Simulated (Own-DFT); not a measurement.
# Which defects push the lattice out? wurtzite GaN

Calculated, not measured: single-point runs of Own-DFT, a retired in-house plane-wave DFT program that no person has reviewed, on unrelaxed cells, without spin or spin-orbit coupling.

Common settings: PBE; PseudoDojo norm-conserving scalar-relativistic files; cutoff 42 hartree; 4 x 4 x 3 k mesh centred on Gamma; Fermi-Dirac smearing of 0.1 eV.

Caveats (not all hold for every row): not probed for a lower state with spin; forces not confirmed at this smearing and k mesh; stress not checked against mesh or cutoff.

All runs share one cell, with vectors in Å (9.567, 0.000, 0.000); (-4.784, 8.285, 0.000); (0.000, 0.000, 10.370) and a volume of 822.0 Å³. u is the rms random offset of the atoms per axis. The defect's site can differ from row to row.

| cell | formula | u (Å) | P (GPa) |
|---|---|---|---|
| no defect | Ga36N36 | 0.0191 | 5.86 |
| no defect | Ga36N36 | 0.0502 | 7.64 |
| no defect | Ga36N36 | 0.0523 | 8.14 |
| one N on a Ga site | Ga35N37 | 0.0287 | 5.35 |
| one N on a Ga site | Ga35N37 | 0.0324 | 5.72 |
| one N on a Ga site | Ga35N37 | 0.0482 | 6.55 |
| one Ga on an N site | Ga37N35 | 0.0292 | 12.00 |
| one Ga on an N site | Ga37N35 | 0.0325 | 11.98 |
| one Ga on an N site | Ga37N35 | 0.0535 | ? |
| one Ga on an N site | Ga37N35 | 0.0535 | 13.62 |

## Worked fit

P = P0 + c u² + a shift for each defect gives P0 = 5.61 GPa, c = 857 ± 55 GPa/Å² and a scatter of 0.15 GPa. The shifts, and each times the cell's volume:

- one Ga on an N site: 5.56 ± 0.12 GPa, 28.5 eV
- one N on a Ga site: -0.94 ± 0.12 GPa, -4.8 eV

Against the defect-free cell, a freed cell would be larger where the shift is positive and smaller where it is negative (160.2 GPa Å³ is 1 eV). The atoms around the defects weren't relaxed, which would change these numbers.

## Test on the hidden row

Question: what pressure belongs in the blank (one Ga on an N site, u = 0.0535 Å)?

The fit gives 13.62 ± 0.19 GPa. The calculation gave 13.80 GPa.
